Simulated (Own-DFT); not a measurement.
## Calculated data, SiGe (diamond-structure random alloy, atoms displaced)

Computed with Own-DFT development build. A calculation, not a measurement: plane-wave density functional theory by an unreviewed code, no spin, of a simulated periodic cell, stress positive in tension, run twice, with PBE and with PBEsol, both on files made for PBE, so the change isn't that of files made for PBEsol, forces on such cells passed a denser k mesh, this cell's mesh not checked; the far tail of each file's local potential was reset to the Coulomb form; each entry is a single point on an unrelaxed cell, so the pressure reflects the starting lattice, mostly measured values (interpolated for alloys), from which strain is counted, and rises with the displacements; printed positions are rounded, which can move forces by about a meV/angstrom; the program, named Own-DFT, is a retired in-house code; no spin-orbit coupling; stress was not checked against mesh or cutoff.

Settings shared by all entries: functional PBE, then PBEsol; potential files PseudoDojo norm-conserving, scalar-relativistic, standard set; wave cutoff 42 hartree; occupations Fermi-Dirac; smearing width 0.1 eV; k mesh 3 x 3 x 3 centred on Gamma.

(1) SiGe (diamond-structure random alloy, atoms displaced)

```
SiGe
1.0
     11.0890     0.0000     0.0000
      0.0000    11.0890     0.0000
      0.0000     0.0000    11.0890
Si Ge Si Ge Si Ge Si Ge Si Ge Si Ge Si Ge Si Ge Si Ge Si Ge Si Ge Si Ge Si Ge Si Ge Si Ge Si
1 3 3 1 5 2 2 1 1 2 2 1 1 7 2 1 1 2 2 3 3 1 2 1 1 2 1 2 1 3 4
Direct
  0.99888 0.00116 0.99335
  0.99941 0.24690 0.24807
  0.25548 0.00360 0.24634
  0.24819 0.25378 0.00708
  0.12090 0.12705 0.12128
  0.11883 0.37677 0.36956
  0.37658 0.12766 0.38042
  0.37764 0.36527 0.11775
  0.00473 0.00331 0.49725
  0.99258 0.25216 0.74757
  0.24993 0.00474 0.73857
  0.24780 0.24833 0.50628
  0.12098 0.11871 0.63007
  0.12154 0.37526 0.86258
  0.37679 0.12225 0.86991
  0.37183 0.36876 0.63466
  0.99937 0.49025 0.00483
  0.99953 0.74590 0.25354
  0.24651 0.49793 0.24822
  0.24057 0.75224 0.00141
  0.12110 0.63452 0.12112
  0.11999 0.86489 0.37580
  0.37672 0.62272 0.36978
  0.36136 0.87783 0.12103
  0.00430 0.51124 0.49482
  0.00182 0.74624 0.74364
  0.24634 0.49096 0.74937
  0.25259 0.75044 0.50369
  0.13071 0.61623 0.62586
  0.12481 0.87284 0.88087
  0.37746 0.62720 0.86558
  0.36564 0.88290 0.62829
  0.50372 0.00487 0.99077
  0.50285 0.24276 0.24624
  0.74909 0.99746 0.25501
  0.74219 0.25067 0.00737
  0.62743 0.12686 0.12362
  0.62646 0.37881 0.36284
  0.87295 0.12694 0.37331
  0.88388 0.37580 0.12448
  0.51224 0.00150 0.50740
  0.49460 0.24374 0.75227
  0.74291 0.99821 0.75279
  0.75670 0.25233 0.50844
  0.62587 0.13078 0.63470
  0.61652 0.37444 0.87760
  0.86917 0.12837 0.86984
  0.87225 0.37389 0.63180
  0.50723 0.49823 0.00798
  0.48985 0.74478 0.25988
  0.74587 0.49102 0.25144
  0.74254 0.75739 0.00346
  0.62647 0.63199 0.13076
  0.62768 0.86909 0.37248
  0.87664 0.63840 0.38239
  0.87375 0.86984 0.11970
  0.49703 0.50613 0.50544
  0.49603 0.74541 0.74574
  0.74559 0.49995 0.75905
  0.75214 0.76222 0.49192
  0.63044 0.62323 0.62382
  0.63091 0.86772 0.88508
  0.88073 0.63717 0.87304
  0.87211 0.86898 0.62737
```

| Item | Value |
| --- | --- |
| PBE pressure | 3.62 GPa |
| PBE stress xx | -3.75 GPa |
| PBE stress yy | -3.56 GPa |
| PBE stress zz | -3.56 GPa |
| PBE stress yz | 0.59 GPa |
| PBE stress xz | 0.32 GPa |
| PBE stress xy | -0.65 GPa |
| PBEsol pressure | 1.31 GPa |
| PBEsol stress xx | -1.44 GPa |
| PBEsol stress yy | -1.25 GPa |
| PBEsol stress zz | -1.25 GPa |
| PBEsol stress yz | 0.57 GPa |
| PBEsol stress xz | 0.3 GPa |
| PBEsol stress xy | -0.62 GPa |
| rms change of force components from PBE to PBEsol | 0.058 eV/Å |

Force:
```csv
force element,PBE force x (eV/Å),PBE force y (eV/Å),PBE force z (eV/Å),PBEsol force x (eV/Å),PBEsol force y (eV/Å),PBEsol force z (eV/Å)
Si,-0.304,0.464,0.593,-0.34,0.404,0.535
Ge,-0.111,0.087,0.118,-0.11,0.087,0.112
Ge,-1.686,0.562,1.478,-1.601,0.49,1.383
Ge,-1.065,-1.181,-2.086,-0.977,-1.1,-2.049
Si,0.132,-0.906,0.058,0.175,-0.845,0.097
Si,0.764,0.064,0.998,0.703,0.006,0.938
Si,0.384,0.006,-0.044,0.379,-0.076,-0.043
Ge,0.859,1.739,1.831,0.784,1.644,1.729
Si,-0.913,-0.911,0.051,-0.908,-0.905,0.044
Si,0.567,-0.746,-0.364,0.57,-0.748,-0.265
Si,-0.923,-0.055,2.363,-0.83,-0.11,2.37
Si,-0.379,0.235,-0.444,-0.386,0.232,-0.432
Si,-0.387,1.328,-0.81,-0.397,1.324,-0.791
Ge,-0.885,-0.946,2.096,-0.777,-0.892,2.031
Ge,-1.503,-0.518,0.913,-1.441,-0.426,0.868
Si,0.428,0.375,-1.772,0.429,0.373,-1.65
Si,0.286,1.906,-1.475,0.377,1.899,-1.482
Ge,-0.168,0.936,-0.782,-0.206,0.865,-0.798
Si,0.425,0.119,-0.289,0.412,0.125,-0.365
Ge,1.717,-0.792,-0.955,1.64,-0.744,-0.913
Ge,-0.173,-2.603,0.699,-0.163,-2.449,0.677
Si,0.859,1.665,0.229,0.873,1.577,0.187
Si,-1.506,-1.478,1.769,-1.472,-1.371,1.723
Ge,2.491,-0.03,-0.399,2.361,-0.046,-0.358
Si,-0.77,-1.71,0.5,-0.763,-1.589,0.503
Ge,0.281,0.495,0.184,0.348,0.473,0.18
Ge,1.413,0.947,-0.027,1.315,0.962,0.009
Ge,-0.141,-0.491,-1.051,-0.136,-0.476,-0.943
Ge,-0.243,0.599,-0.593,-0.192,0.62,-0.53
Ge,-0.388,1.406,-1.987,-0.357,1.285,-1.919
Ge,-0.79,-1.448,2.172,-0.79,-1.376,2.065
Ge,1.777,-0.656,-0.802,1.775,-0.699,-0.829
Si,-0.016,-1.268,0.828,-0.059,-1.188,0.845
Si,-0.8,0.372,0.803,-0.735,0.398,0.737
Ge,0.27,0.013,-0.537,0.259,0.009,-0.592
Si,1.388,1.242,-1.193,1.352,1.139,-1.158
Ge,-0.634,-1.103,0.264,-0.588,-1.112,0.291
Ge,-1.411,-1.452,2.537,-1.387,-1.421,2.467
Si,0.184,-0.15,1.177,0.176,-0.15,1.062
Si,-2.048,-0.503,0.397,-1.98,-0.56,0.452
Ge,-0.706,0.006,-0.733,-0.726,-0.028,-0.681
Ge,0.94,1.404,-0.19,0.863,1.317,-0.127
Ge,0.371,-0.796,-0.166,0.4,-0.737,-0.121
Si,-0.769,-0.27,-0.852,-0.797,-0.246,-0.881
Si,0.665,-0.029,-1.096,0.604,-0.074,-1.026
Si,0.445,-0.298,0.576,0.436,-0.307,0.469
Ge,0.095,0.149,1.097,0.05,0.101,1.036
Si,0.568,1.282,-0.983,0.524,1.344,-0.928
Si,-0.757,0.562,-0.941,-0.782,0.598,-0.868
Ge,0.922,1.707,-1.504,0.926,1.669,-1.537
Si,2.422,2.147,-1.189,2.324,2.135,-1.127
Ge,1.601,-1.977,-0.16,1.584,-1.932,-0.053
Ge,-0.241,-1.301,0.395,-0.236,-1.193,0.382
Si,-1.42,1.059,-0.133,-1.388,1.037,-0.134
Ge,-0.648,-2.535,-0.854,-0.629,-2.371,-0.84
Ge,0.994,1.402,0.859,0.918,1.32,0.861
Si,0.009,-0.832,-0.34,0.03,-0.85,-0.356
Ge,1.523,1.375,-0.392,1.397,1.327,-0.363
Ge,0.611,0.247,-0.077,0.594,0.245,-0.076
Ge,-0.6,-0.889,1.929,-0.525,-0.92,1.838
Si,-0.306,0.351,-0.545,-0.252,0.381,-0.49
Si,-2.408,1.617,-2.003,-2.315,1.547,-1.996
Si,-0.887,-1.751,1.347,-0.888,-1.683,1.292
Si,0.596,1.759,-0.492,0.557,1.692,-0.46
```

(2) SiGe (diamond-structure random alloy, atoms displaced)

```
SiGe
1.0
     11.0890     0.0000     0.0000
      0.0000    11.0890     0.0000
      0.0000     0.0000    11.0890
Si Ge Si Ge Si Ge Si Ge Si Ge Si Ge Si Ge Si Ge Si Ge Si Ge Si Ge Si Ge Si Ge Si Ge Si Ge Si Ge Si Ge Si Ge Si
1 3 1 3 1 1 2 3 1 1 3 3 1 1 4 2 1 1 2 1 1 2 2 1 1 1 5 1 1 1 1 1 1 4 2 2 1
Direct
  0.99713 0.99264 0.99746
  0.99585 0.24339 0.24747
  0.25416 0.99699 0.25298
  0.23985 0.25556 0.99706
  0.12860 0.12533 0.13342
  0.12548 0.36735 0.37360
  0.36623 0.12154 0.37750
  0.37822 0.37503 0.13140
  0.99722 0.99723 0.50905
  0.00464 0.25073 0.74697
  0.24596 0.99989 0.74219
  0.24958 0.25394 0.50653
  0.11831 0.12079 0.61834
  0.12859 0.38097 0.87773
  0.36943 0.12376 0.87215
  0.36628 0.37882 0.61764
  0.00274 0.49825 0.98471
  0.00204 0.74375 0.25446
  0.25183 0.48899 0.24851
  0.25426 0.73925 0.00039
  0.12736 0.61806 0.12324
  0.12653 0.86882 0.37355
  0.37268 0.62249 0.37138
  0.37682 0.87880 0.13772
  0.99397 0.49555 0.50246
  0.00334 0.75762 0.74719
  0.24763 0.48886 0.75758
  0.24956 0.74899 0.50430
  0.12922 0.62521 0.62800
  0.13026 0.86857 0.88523
  0.36988 0.62497 0.87679
  0.37398 0.87773 0.61824
  0.51712 0.00798 0.99165
  0.49295 0.24965 0.24301
  0.75501 0.00292 0.24945
  0.76092 0.24176 0.00912
  0.62709 0.12549 0.11934
  0.62980 0.37146 0.37048
  0.87218 0.13279 0.39019
  0.87177 0.37661 0.12862
  0.49861 0.99863 0.50035
  0.49984 0.25454 0.75358
  0.74520 0.00203 0.76470
  0.75611 0.24805 0.50410
  0.62511 0.12238 0.61961
  0.62724 0.38025 0.86851
  0.87478 0.12964 0.86971
  0.87714 0.36075 0.62264
  0.50026 0.49552 0.00792
  0.49898 0.75199 0.24638
  0.75073 0.50241 0.25092
  0.74461 0.74596 0.00298
  0.62686 0.62690 0.12136
  0.62388 0.87183 0.38281
  0.86725 0.62849 0.37048
  0.86629 0.87192 0.12587
  0.50971 0.50664 0.49577
  0.49681 0.74806 0.75079
  0.74398 0.49856 0.75740
  0.74492 0.76137 0.50638
  0.62529 0.62829 0.61959
  0.62904 0.87293 0.87665
  0.87948 0.62721 0.86446
  0.87782 0.87376 0.62346
```

| Property | Result |
| --- | --- |
| PBE pressure | 3.45 GPa |
| PBE stress xx | -3.53 GPa |
| PBE stress yy | -3.56 GPa |
| PBE stress zz | -3.25 GPa |
| PBE stress yz | -0.27 GPa |
| PBE stress xz | 0.26 GPa |
| PBE stress xy | -0.37 GPa |
| PBEsol pressure | 1.15 GPa |
| PBEsol stress xx | -1.23 GPa |
| PBEsol stress yy | -1.26 GPa |
| PBEsol stress zz | -0.96 GPa |
| PBEsol stress yz | -0.26 GPa |
| PBEsol stress xz | 0.26 GPa |
| PBEsol stress xy | -0.39 GPa |
| rms change of force components from PBE to PBEsol | 0.054 eV/Å |

Force:
```csv
force element,PBE force x (eV/Å),PBE force y (eV/Å),PBE force z (eV/Å),PBEsol force x (eV/Å),PBEsol force y (eV/Å),PBEsol force z (eV/Å)
Si,0.119,1.262,0.534,0.118,1.17,0.527
Ge,-0.027,0.498,0.271,-0.027,0.497,0.349
Ge,-1.204,0.116,-0.363,-1.166,0.131,-0.259
Ge,1.338,-1.36,1.502,1.323,-1.277,1.421
Si,-0.775,-0.892,-1.454,-0.73,-0.845,-1.386
Ge,-0.088,0.425,0.124,-0.154,0.405,0.118
Ge,1.402,1.189,0.696,1.317,1.107,0.626
Ge,-0.634,-0.034,-1.339,-0.659,-0.05,-1.339
Si,-0.278,-0.576,-1.753,-0.218,-0.496,-1.76
Ge,-0.217,-0.175,0.576,-0.147,-0.18,0.55
Si,0.288,-0.65,0.495,0.234,-0.593,0.525
Si,-0.441,-0.83,-0.75,-0.5,-0.882,-0.791
Ge,1.247,0.482,0.647,1.184,0.522,0.673
Ge,-0.76,-1.387,-1.181,-0.784,-1.386,-1.083
Ge,0.019,-0.008,-0.042,0.066,0.039,-0.019
Si,1.44,0.403,1.078,1.507,0.423,1.061
Ge,-1.596,0.615,2.343,-1.503,0.616,2.238
Si,-0.608,0.021,-0.788,-0.542,0.061,-0.818
Si,-0.589,0.964,0.651,-0.578,0.938,0.633
Si,-0.002,1.613,1.618,-0.031,1.542,1.552
Ge,-0.114,-0.015,0.38,-0.135,-0.048,0.324
Ge,-0.654,0.313,0.905,-0.591,0.35,0.843
Ge,-0.394,0.173,0.05,-0.305,0.172,0.043
Si,0.442,-0.24,-2.845,0.454,-0.211,-2.744
Ge,0.252,0.798,-0.32,0.279,0.737,-0.341
Si,0.431,-0.578,-0.36,0.436,-0.569,-0.264
Si,0.94,1.867,-2,0.912,1.83,-1.869
Si,0.324,-0.332,-0.232,0.319,-0.325,-0.317
Si,-0.497,-0.422,0.469,-0.526,-0.47,0.436
Ge,-0.05,0.514,-0.992,-0.052,0.494,-0.97
Ge,0.935,-1.518,-0.101,0.947,-1.448,-0.137
Si,-0.182,-0.135,0.752,-0.139,-0.17,0.781
Ge,-2.414,-0.649,0.981,-2.347,-0.657,0.882
Si,1.365,-1.416,1.064,1.289,-1.353,1.075
Si,-1.042,0.373,0.85,-0.984,0.326,0.864
Ge,-0.775,1.294,-1.137,-0.748,1.258,-1.105
Si,0.128,0.226,1.826,0.132,0.221,1.703
Ge,-0.444,-0.23,-0.192,-0.433,-0.215,-0.118
Ge,1.413,-2.559,-2.145,1.361,-2.404,-2.08
Si,0.802,0.542,-0.391,0.826,0.475,-0.43
Si,0.002,0.418,0.039,0.005,0.41,-0.058
Ge,-0.231,-0.06,-1.397,-0.26,-0.098,-1.33
Si,0.933,0.332,-2.399,0.86,0.272,-2.318
Ge,-2.363,0.682,0.666,-2.278,0.639,0.556
Si,-0.261,-0.244,1.258,-0.239,-0.165,1.232
Si,-0.896,-1.274,2.608,-0.847,-1.278,2.511
Si,0.785,-0.969,0.692,0.786,-0.856,0.69
Si,-0.249,2.079,1.191,-0.23,2.035,1.157
Si,0.654,0.635,-1.12,0.557,0.608,-1.094
Ge,0.556,-0.63,0.448,0.549,-0.618,0.516
Si,-0.169,0.254,-0.698,-0.219,0.202,-0.643
Ge,1.02,-0.32,-0.758,1.027,-0.244,-0.773
Si,-0.834,-1.263,0.869,-0.816,-1.148,0.852
Ge,-0.056,1.197,-1.319,-0.096,1.135,-1.327
Si,0.274,0.163,1.18,0.293,0.136,1.213
Ge,1.464,0.084,0.421,1.386,0.038,0.362
Ge,-1.124,-0.88,0.082,-1.105,-0.864,0.006
Ge,0.08,0.396,-0.857,0.08,0.376,-0.761
Ge,1.146,0.522,-2.475,1.168,0.556,-2.385
Si,1.164,-1.58,-0.152,1.095,-1.507,-0.206
Si,0.546,0.205,1.123,0.485,0.151,1.144
Ge,-0.429,-0.719,-0.5,-0.459,-0.731,-0.431
Ge,-0.343,0.651,0.355,-0.37,0.576,0.384
Si,-0.768,0.641,1.319,-0.775,0.638,1.311
```
